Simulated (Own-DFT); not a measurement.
# Computed records: InAs (zincblende, strongly disordered by large displacements), GaP (zincblende, strongly disordered by large displacements)

A calculation, not a measurement: plane-wave PBE density functional theory by an unreviewed code, no spin, of a simulated periodic cell, stress positive in tension, free energy of the whole cell less one offset for each atom, forces on such cells passed a denser k mesh, this cell's mesh not checked; broken bonds can close the gap or carry spin, so checks made on this kind of crystal may not hold here; offsets are fitted by least squares, one for each functional and potential file, so energies compare only between cells with the same atoms and settings and are not formation energies; the far tail of each file's local potential was reset to the Coulomb form; each entry is a single point on an unrelaxed cell, so the pressure reflects the starting lattice, mostly measured values (interpolated for alloys), from which strain is counted, and rises with the displacements; printed positions are rounded, which can move forces by about a meV/angstrom; the program, named Own-DFT, is a retired in-house code; no spin-orbit coupling. Program: Own-DFT development build.

Settings shared by all entries: functional PBE; potential files PseudoDojo norm-conserving, scalar-relativistic, standard set; wave cutoff 42 hartree; occupations Fermi-Dirac; smearing width 0.1 eV; k mesh 3 x 3 x 3 centred on Gamma.

(1) InAs (zincblende, strongly disordered by large displacements)

```
InAs
1.0
     12.1166     0.0000     0.0000
      0.0000    12.1166     0.0000
      0.0000     0.0000    12.1166
In As In As In As In As In As In As In As In As
4 4 4 4 4 4 4 4 4 4 4 4 4 4 4 4
Direct
  0.97366 0.01406 0.01539
  0.98159 0.23325 0.20548
  0.30731 0.01345 0.24282
  0.22642 0.24126 0.97544
  0.10968 0.11861 0.13577
  0.14324 0.32461 0.39034
  0.32494 0.15455 0.35883
  0.38819 0.41047 0.09743
  0.02204 0.98165 0.56528
  0.98393 0.23077 0.74585
  0.23271 0.99333 0.77320
  0.23824 0.20625 0.51135
  0.12246 0.12133 0.62882
  0.15672 0.37345 0.86659
  0.33105 0.08943 0.90354
  0.37773 0.35855 0.60874
  0.04397 0.46657 0.98074
  0.99991 0.75810 0.26059
  0.22928 0.55253 0.19954
  0.27311 0.75761 0.98727
  0.14086 0.69539 0.12620
  0.13021 0.82693 0.37093
  0.32980 0.56993 0.35307
  0.36162 0.88242 0.12495
  0.03700 0.51704 0.48882
  0.02384 0.71265 0.80496
  0.28014 0.53894 0.74763
  0.26903 0.72789 0.52688
  0.12325 0.62850 0.60943
  0.13764 0.85430 0.84234
  0.37147 0.65168 0.87101
  0.39255 0.85265 0.58676
  0.50078 0.01146 0.00400
  0.45946 0.26456 0.29393
  0.75180 0.97356 0.18523
  0.78170 0.22814 0.04381
  0.58542 0.17346 0.08349
  0.59989 0.32153 0.40614
  0.87326 0.10979 0.41943
  0.88465 0.41801 0.06542
  0.53841 0.98958 0.52535
  0.48977 0.25958 0.77118
  0.76394 0.98897 0.74480
  0.75524 0.24526 0.46559
  0.66099 0.16985 0.62421
  0.64573 0.36717 0.89277
  0.90232 0.11436 0.86500
  0.88859 0.40156 0.61397
  0.49105 0.53966 0.01294
  0.52665 0.73068 0.24833
  0.76851 0.46511 0.22910
  0.78593 0.77741 0.02035
  0.67171 0.64606 0.16659
  0.63711 0.87505 0.34230
  0.84907 0.58214 0.39519
  0.89209 0.85808 0.14749
  0.50347 0.48793 0.56554
  0.51396 0.76904 0.75178
  0.74315 0.47692 0.77931
  0.74851 0.76046 0.55216
  0.59749 0.63595 0.61533
  0.66983 0.88701 0.86699
  0.82040 0.62199 0.87106
  0.90983 0.83332 0.60762
```

- hardware: one NVIDIA H200
- free energy of cell above offsets: 25.095 eV
- pressure: 12.95 GPa
- stress xx: -14.05 GPa
- stress yy: -13.67 GPa
- stress zz: -11.13 GPa
- stress yz: -1.19 GPa
- stress xz: 0.48 GPa
- stress xy: -2.99 GPa
- wall time: 1229 s

Force:
```
element  x (eV/Å)  y (eV/Å)  z (eV/Å)
     In      1.67     -1.71     1.152
     In    -3.218     2.984     3.173
     In    -2.861    -1.024     0.056
     In     0.976    -1.717     4.329
     As      4.42    -2.495    -1.735
     As    -2.602     3.361    -2.433
     As     0.367    -1.297    -0.205
     As    -3.511    -4.146     2.948
     In    -1.448     -1.65    -4.175
     In     1.527     4.716    -2.891
     In     1.267     2.034    -5.088
     In     1.216     2.183     3.183
     As     0.845      0.95     4.777
     As     0.488     1.242    -6.236
     As     3.502     1.255     0.485
     As    -3.324    -2.312      2.17
     In     0.628     4.146     1.068
     In    -1.983    -4.496     1.953
     In     0.683    -4.825    -1.738
     In    -2.503     3.049     1.067
     As    -3.198     1.629     -2.63
     As     4.011     3.231     3.529
     As      3.73     0.782     4.974
     As     3.218    -2.913    -2.038
     In    -1.977    -4.025    -3.462
     In    -3.692    -3.601    -1.735
     In    -2.258     -3.36    -2.873
     In    -1.219     -1.81    -3.882
     As     0.509     1.535     5.319
     As    -0.641    -0.444     3.777
     As     4.751    -0.546    -0.543
     As     2.072     3.556     2.636
     In     0.381    -2.095    -0.666
     In     1.137     2.102    -4.899
     In    -4.308       4.5     2.151
     In     0.524     -0.41     -0.98
     As    -0.121     1.003     1.973
     As     -1.29     4.973    -0.026
     As     3.336    -3.383    -2.534
     As     -2.63    -1.398     1.459
     In     1.059     0.954    -1.111
     In     0.416    -0.492     0.175
     In       2.5     3.267    -3.982
     In     3.318     1.932     1.175
     As    -2.029    -2.702     2.952
     As    -3.404    -2.431     2.966
     As    -3.668    -1.566     1.338
     As    -0.643    -0.976     0.589
     In     4.003     2.374    -1.706
     In    -5.166     0.995     1.717
     In     -0.81    -0.127     1.843
     In     -3.38    -3.382    -3.819
     As     2.103     -1.99    -3.157
     As     0.425     1.223     2.203
     As     0.628     1.024    -0.117
     As     3.789      2.13    -1.081
     In     0.604     -1.39    -3.573
     In    -0.219     0.712     0.615
     In      1.04    -0.369    -5.665
     In    -2.978    -1.321     -3.29
     As     2.768     2.376     1.595
     As        -4    -2.598      3.66
     As     3.394      3.35     2.021
     As     1.777    -0.566     3.242
```

(2) GaP (zincblende, strongly disordered by large displacements)

```
GaP
1.0
     10.9010     0.0000     0.0000
      0.0000    10.9010     0.0000
      0.0000     0.0000    10.9010
Ga P Ga P Ga P Ga P Ga P Ga P Ga P Ga P
4 4 4 4 4 4 4 4 4 4 4 4 4 4 4 4
Direct
  0.99574 0.97732 0.97710
  0.01201 0.26077 0.23110
  0.26014 0.97204 0.24464
  0.24983 0.25170 0.99090
  0.11847 0.12491 0.12565
  0.11882 0.36667 0.35725
  0.38737 0.10761 0.36352
  0.36771 0.35432 0.11233
  0.02680 0.99752 0.48234
  0.97735 0.23428 0.75054
  0.22952 0.03341 0.75866
  0.22496 0.22747 0.51672
  0.12653 0.09723 0.63540
  0.12654 0.38001 0.86923
  0.36832 0.11793 0.94252
  0.36512 0.35363 0.62140
  0.98955 0.47566 0.99361
  0.97620 0.74560 0.25646
  0.23193 0.49276 0.25731
  0.22012 0.72978 0.97691
  0.12514 0.62377 0.14098
  0.14140 0.88544 0.41150
  0.35058 0.61868 0.34190
  0.39411 0.84534 0.14252
  0.01616 0.47976 0.47321
  0.00272 0.77520 0.73601
  0.27624 0.52329 0.74937
  0.20798 0.73212 0.50677
  0.14393 0.62557 0.63081
  0.13938 0.88510 0.86471
  0.40374 0.60657 0.84038
  0.37314 0.84400 0.64091
  0.49893 0.97335 0.98607
  0.52791 0.21444 0.22836
  0.74704 0.02305 0.22236
  0.75917 0.27394 0.99493
  0.64606 0.12426 0.11912
  0.61067 0.37577 0.38402
  0.86241 0.10899 0.34538
  0.84941 0.37092 0.12144
  0.50922 0.00346 0.45146
  0.48778 0.22586 0.76054
  0.74889 0.01869 0.75988
  0.74512 0.22723 0.47296
  0.66975 0.11568 0.62694
  0.60375 0.38260 0.88583
  0.86261 0.14123 0.85892
  0.85394 0.39459 0.59771
  0.51678 0.53057 0.99764
  0.55037 0.72529 0.26488
  0.74523 0.50339 0.21604
  0.75406 0.76443 0.98124
  0.59637 0.62115 0.12939
  0.63036 0.89679 0.39496
  0.88391 0.62904 0.37588
  0.87737 0.88764 0.11016
  0.51611 0.47682 0.51441
  0.52005 0.73860 0.74038
  0.71560 0.52639 0.79014
  0.76403 0.71311 0.54655
  0.63938 0.61419 0.62603
  0.63380 0.84932 0.89418
  0.90312 0.61257 0.87821
  0.84952 0.89164 0.58811
```

* hardware: one NVIDIA H100
* free energy of cell above offsets: 9.052 eV
* pressure: 12.41 GPa
* stress xx: -12.39 GPa
* stress yy: -12.53 GPa
* stress zz: -12.3 GPa
* stress yz: -0.12 GPa
* stress xz: -0.81 GPa
* stress xy: 2.88 GPa
* wall time: 550.9 s

Force:
```
element  x (eV/Å)  y (eV/Å)  z (eV/Å)
     Ga      0.47     2.801     0.437
     Ga    -3.051    -1.532    -0.292
     Ga    -0.314     0.789     0.198
     Ga    -4.304     2.547     1.209
      P     0.904    -1.828    -1.462
      P     1.842    -2.441     1.625
      P    -4.144     3.775     -1.81
      P      1.86     2.385     2.102
     Ga    -7.181     4.174     2.137
     Ga     3.715      4.59    -4.305
     Ga     7.947    -3.897      6.16
     Ga      1.91     1.307     -2.26
      P    -6.527     4.333    -4.772
      P     0.212    -0.897    -1.093
      P     2.205    -2.419    -5.149
      P     0.292     0.535      0.89
     Ga     1.279     0.114     2.041
     Ga     2.463     2.672    -2.319
     Ga     1.893    -1.687    -2.666
     Ga     2.248    -0.423     1.235
      P    -2.049     0.235    -1.731
      P     3.552    -3.524    -6.519
      P     2.776     2.191     3.572
      P    -0.223    -0.173    -1.754
     Ga    -2.514     2.168      3.33
     Ga    -0.494    -0.768    -0.554
     Ga    -4.942    -5.238    -3.292
     Ga     6.036     2.521    -4.305
      P    -5.013     -4.68      4.12
      P    -0.883    -1.048    -0.171
      P     2.814     3.492      5.48
      P    -0.658     2.196    -1.118
     Ga     -0.01    -0.729     2.696
     Ga    -4.788     4.084     3.258
     Ga     2.405    -6.757     2.771
     Ga    -3.385    -3.119    -3.539
      P    -2.063     1.598    -8.081
      P     2.539     -2.51    -4.118
      P     4.455     2.418     2.864
      P     5.316     0.918      2.25
     Ga    -3.921     2.378     7.008
     Ga     0.291    -0.062    -0.196
     Ga     0.633    -5.456     1.788
     Ga      0.91     2.261     0.234
      P    -5.805     2.579    -2.944
      P     0.732    -1.572    -0.348
      P    -0.697    -2.232     5.581
      P     0.967    -1.535      0.73
     Ga    -4.696    -4.456    -3.098
     Ga    -3.916     5.525     6.026
     Ga    -1.233     1.383     3.424
     Ga     7.674    -5.883     5.733
      P     6.249    -0.305    -1.339
      P     7.754    -7.775    -4.338
      P    -2.475    -2.467      1.46
      P    -1.126    -1.735     1.726
     Ga    -3.195     1.598     0.996
     Ga    -0.186     1.961    -0.248
     Ga     2.809    -1.057     0.019
     Ga     4.699     3.535     -4.61
      P    -5.076    -3.365     1.799
      P    -6.195     5.461    -7.195
      P    -2.652     2.708    -1.554
      P     1.866     0.336     2.283
```

(3) InAs (zincblende, strongly disordered by large displacements)

```
InAs
1.0
     12.1166     0.0000     0.0000
      0.0000    12.1166     0.0000
      0.0000     0.0000    12.1166
In As In As In As In As In As In As In As In As
4 4 4 4 4 4 4 4 4 4 4 4 4 4 4 4
Direct
  0.00782 0.97938 0.95815
  0.01028 0.32268 0.19320
  0.26537 0.98674 0.23302
  0.27503 0.22954 0.01322
  0.17371 0.11719 0.11687
  0.10524 0.39266 0.35107
  0.39108 0.11942 0.41327
  0.36562 0.37932 0.11546
  0.99057 0.01396 0.51668
  0.00230 0.22000 0.78128
  0.23804 0.00579 0.76921
  0.21537 0.22224 0.46407
  0.16453 0.08901 0.62326
  0.09989 0.32637 0.89638
  0.35896 0.13267 0.88465
  0.32149 0.37407 0.57921
  0.02307 0.48849 0.95989
  0.98141 0.79394 0.26066
  0.25401 0.50733 0.22829
  0.21820 0.71053 0.02826
  0.13582 0.64813 0.18187
  0.05202 0.93232 0.35810
  0.35725 0.63916 0.42461
  0.39498 0.89481 0.14148
  0.03277 0.55507 0.47423
  0.98372 0.76783 0.74339
  0.28308 0.47584 0.72515
  0.27648 0.74800 0.55207
  0.16699 0.60618 0.67644
  0.14125 0.84209 0.89238
  0.37103 0.60789 0.87049
  0.38904 0.89050 0.57762
  0.46836 0.04487 0.00518
  0.50352 0.21592 0.26628
  0.74291 0.98744 0.26276
  0.74167 0.20677 0.00172
  0.60050 0.14570 0.09848
  0.64291 0.40217 0.39476
  0.85490 0.08775 0.41777
  0.84456 0.36736 0.12860
  0.50342 0.00955 0.50438
  0.52015 0.23489 0.72620
  0.79126 0.99828 0.77018
  0.72205 0.26630 0.52201
  0.60807 0.11023 0.61754
  0.63886 0.38610 0.87780
  0.88621 0.12969 0.92353
  0.89646 0.39358 0.69066
  0.49441 0.55390 0.99495
  0.52444 0.78174 0.27158
  0.79356 0.52875 0.24231
  0.73797 0.72751 0.95174
  0.62263 0.60412 0.11308
  0.63249 0.86320 0.39534
  0.87459 0.59835 0.39216
  0.84807 0.88438 0.15345
  0.49974 0.51021 0.53151
  0.51840 0.77621 0.75730
  0.74807 0.49681 0.72161
  0.77488 0.72676 0.50618
  0.61779 0.61965 0.61934
  0.64015 0.87478 0.90304
  0.87612 0.60923 0.88408
  0.81246 0.86657 0.61875
```

* hardware: one NVIDIA H200
* free energy of cell above offsets: 26.420 eV
* pressure: 14.16 GPa
* stress xx: -15.02 GPa
* stress yy: -13.6 GPa
* stress zz: -13.85 GPa
* stress yz: -2.78 GPa
* stress xz: -2.02 GPa
* stress xy: 2.77 GPa
* wall time: 1232 s

Force:
```
element  x (eV/Å)  y (eV/Å)  z (eV/Å)
     In     0.755    -0.867      2.85
     In     3.551    -2.947     0.292
     In    -3.043     1.555     4.653
     In    -1.273     6.193     0.594
     As    -5.847    -1.556     2.083
     As     1.793    -0.303     1.881
     As    -3.844     2.886    -4.317
     As     2.497     0.611     0.428
     In     2.106    -1.049     6.088
     In    -1.631    -1.655    -4.886
     In     2.291    -3.261     3.474
     In    -0.712     1.166     -0.59
     As    -3.587     2.528    -2.945
     As     5.341     0.758      2.14
     As     1.396    -0.385    -8.063
     As     2.884    -3.059    -3.158
     In    -0.895     2.106     1.892
     In    -0.203    -5.105    -0.856
     In     1.983    -2.217     2.516
     In     3.242     0.892    -3.131
     As    -4.667      0.96     1.944
     As      4.82     1.981     -0.81
     As     2.352    -2.727    -5.221
     As     2.965    -3.697    -2.919
     In     4.948    -1.685     3.711
     In     0.136    -1.115     0.307
     In     2.101    -2.288     6.001
     In    -4.675    -1.442     1.963
     As    -6.118     5.679    -2.501
     As    -0.088     0.632    -2.191
     As    -3.171     2.835    -2.939
     As    -1.357    -0.564      5.61
     In      1.11    -4.871     1.206
     In    -0.119     2.553     0.528
     In    -2.671     3.257     2.342
     In    -0.682     5.646     -0.67
     As    -0.867    -1.172     4.838
     As    -1.254     0.346    -1.604
     As    -4.167     3.909    -2.397
     As    -3.498     0.324    -2.808
     In     4.446    -2.477    -2.588
     In    -2.579       3.7     3.349
     In    -1.699     0.761     1.009
     In     2.069    -0.734     0.443
     As      5.77    -0.197     1.917
     As     -0.92    -1.023    -0.218
     As     2.465    -1.802    -2.524
     As     4.065    -3.236    -2.605
     In    -0.365    -4.649     0.121
     In    -3.504    -3.614    -3.612
     In    -3.457    -1.714    -3.378
     In     1.136    -2.463      3.66
     As     4.044     2.898     4.379
     As      2.82     2.179     3.442
     As    -1.105     2.711     0.581
     As     1.288    -2.268    -6.609
     In    -3.628    -3.641    -3.287
     In    -0.785    -0.477    -0.827
     In    -3.346     1.778     1.859
     In    -2.438    -2.553    -2.301
     As     2.686     4.052     2.876
     As    -2.927     5.002    -1.407
     As     1.127     -0.08    -2.046
     As     2.935     2.995     2.433
```

(4) GaP (zincblende, strongly disordered by large displacements)

```
GaP
1.0
     10.9010     0.0000     0.0000
      0.0000    10.9010     0.0000
      0.0000     0.0000    10.9010
Ga P Ga P Ga P Ga P Ga P Ga P Ga P Ga P
4 4 4 4 4 4 4 4 4 4 4 4 4 4 4 4
Direct
  0.98860 0.04314 0.03947
  0.01646 0.27151 0.23053
  0.24977 0.97880 0.26088
  0.24109 0.25172 0.96425
  0.13826 0.12832 0.11997
  0.10916 0.39811 0.34846
  0.39706 0.13239 0.37459
  0.33888 0.37170 0.12110
  0.00982 0.98263 0.52416
  0.98971 0.24008 0.77665
  0.27084 0.99389 0.73178
  0.27602 0.24409 0.48763
  0.10824 0.15507 0.63563
  0.10982 0.32225 0.89095
  0.35142 0.14382 0.88736
  0.36121 0.34989 0.61194
  0.97844 0.49340 0.02481
  0.99563 0.71403 0.26177
  0.23615 0.50006 0.26253
  0.26867 0.74784 0.02997
  0.10744 0.59624 0.12902
  0.12844 0.86261 0.37042
  0.37455 0.64754 0.39463
  0.36750 0.85745 0.10610
  0.01713 0.50472 0.52191
  0.95801 0.76276 0.77593
  0.25647 0.47492 0.75410
  0.21133 0.73875 0.48185
  0.15677 0.60416 0.61605
  0.13470 0.88125 0.84726
  0.36892 0.63541 0.88158
  0.38040 0.86135 0.58368
  0.52143 0.96103 0.01601
  0.48639 0.24195 0.25173
  0.75905 0.98672 0.24574
  0.78238 0.22912 0.94056
  0.62971 0.11257 0.12725
  0.59132 0.36887 0.38045
  0.86532 0.11327 0.39854
  0.85570 0.37617 0.14727
  0.50653 0.01071 0.50336
  0.49041 0.26258 0.77021
  0.77417 0.98715 0.73462
  0.77045 0.26474 0.51468
  0.64542 0.10511 0.63811
  0.63316 0.35324 0.86194
  0.88532 0.11986 0.85735
  0.87996 0.40132 0.58914
  0.50282 0.46769 0.00654
  0.48971 0.78053 0.22541
  0.73975 0.47727 0.20982
  0.76068 0.72937 0.00131
  0.61554 0.61516 0.14280
  0.60788 0.90431 0.37854
  0.86689 0.61791 0.34135
  0.89459 0.83995 0.12280
  0.51626 0.47343 0.49933
  0.51252 0.73852 0.74475
  0.75637 0.51039 0.74830
  0.74777 0.76331 0.48507
  0.65314 0.63785 0.62441
  0.61939 0.87640 0.84598
  0.83973 0.60927 0.89747
  0.89505 0.85285 0.61766
```

- hardware: one NVIDIA H100
- free energy of cell above offsets: 9.035 eV
- pressure: 12.47 GPa
- stress xx: -14.55 GPa
- stress yy: -12.36 GPa
- stress zz: -10.49 GPa
- stress yz: -2.36 GPa
- stress xz: 0.6 GPa
- stress xy: 0.27 GPa
- wall time: 559.8 s

Force:
```
element  x (eV/Å)  y (eV/Å)  z (eV/Å)
     Ga    -2.119    -3.785     -2.06
     Ga    -1.024    -2.647     0.595
     Ga     1.374     2.043     -1.04
     Ga     4.262    -0.008     10.04
      P     2.156     1.033     2.305
      P    -1.344    -2.649     5.199
      P    -3.043    -4.154      0.99
      P     1.955    -0.597     0.017
     Ga     1.322     3.147    -1.668
     Ga     1.199     3.292    -6.534
     Ga      -0.3     0.793    -0.494
     Ga     -5.25    -1.521    -2.183
      P     2.199    -2.559    -2.356
      P    -7.598     10.76    -2.842
      P     7.567     -7.33    -4.482
      P     3.811     3.752     4.052
     Ga    -0.587    -1.403    -2.392
     Ga     4.316     3.875    -2.563
     Ga     4.723     2.943    -1.445
     Ga    -9.613    -8.743     -7.17
      P     2.984     3.163    -0.256
      P     -4.04      2.02    -1.368
      P     1.028    -1.675    -2.141
      P     4.012     10.27     4.342
     Ga      1.72     1.504    -3.823
     Ga     2.842    -1.839     2.487
     Ga    -0.199     0.515     0.734
     Ga     3.389    -1.154     2.149
      P    -1.014     0.458     2.577
      P    -1.108    -0.818     2.231
      P     1.085    -2.276    -0.851
      P    -0.446     0.237     2.029
     Ga     0.469     2.162     -1.23
     Ga     1.473     2.284     -4.05
     Ga     0.358     0.131     0.528
     Ga    -7.175     6.068     6.873
      P      0.24     0.474    -1.037
      P     5.858    -4.267    -5.436
      P     1.506     -0.15    -1.472
      P     7.632    -8.929    -6.552
     Ga    -0.707     1.042     2.194
     Ga    -1.911    -2.889    -2.186
     Ga    -0.238    -1.153     0.451
     Ga    -3.148    -3.119    -1.709
      P    -1.542     3.042    -0.766
      P     1.643     2.985     1.292
      P     1.809    -10.72    -0.542
      P     -1.95    -0.679     5.282
     Ga    -0.587     1.409     0.011
     Ga     2.851    -3.106     5.204
     Ga    -7.935     6.717     7.076
     Ga    -4.932     5.096     4.248
      P    -1.163     1.424    -2.094
      P     2.489    -3.267    -2.953
      P    -4.798    -2.912      5.02
      P    -0.654     2.993    -0.148
     Ga    -4.173     6.212     5.422
     Ga    -2.042    -0.266    -1.046
     Ga    -0.586    -2.223    -1.645
     Ga     0.117     -0.24    -1.482
      P    -1.984    -1.379    -0.742
      P     1.601     0.312      2.21
      P     5.744    -3.524    -3.526
      P    -2.525    -0.164    -1.271
```
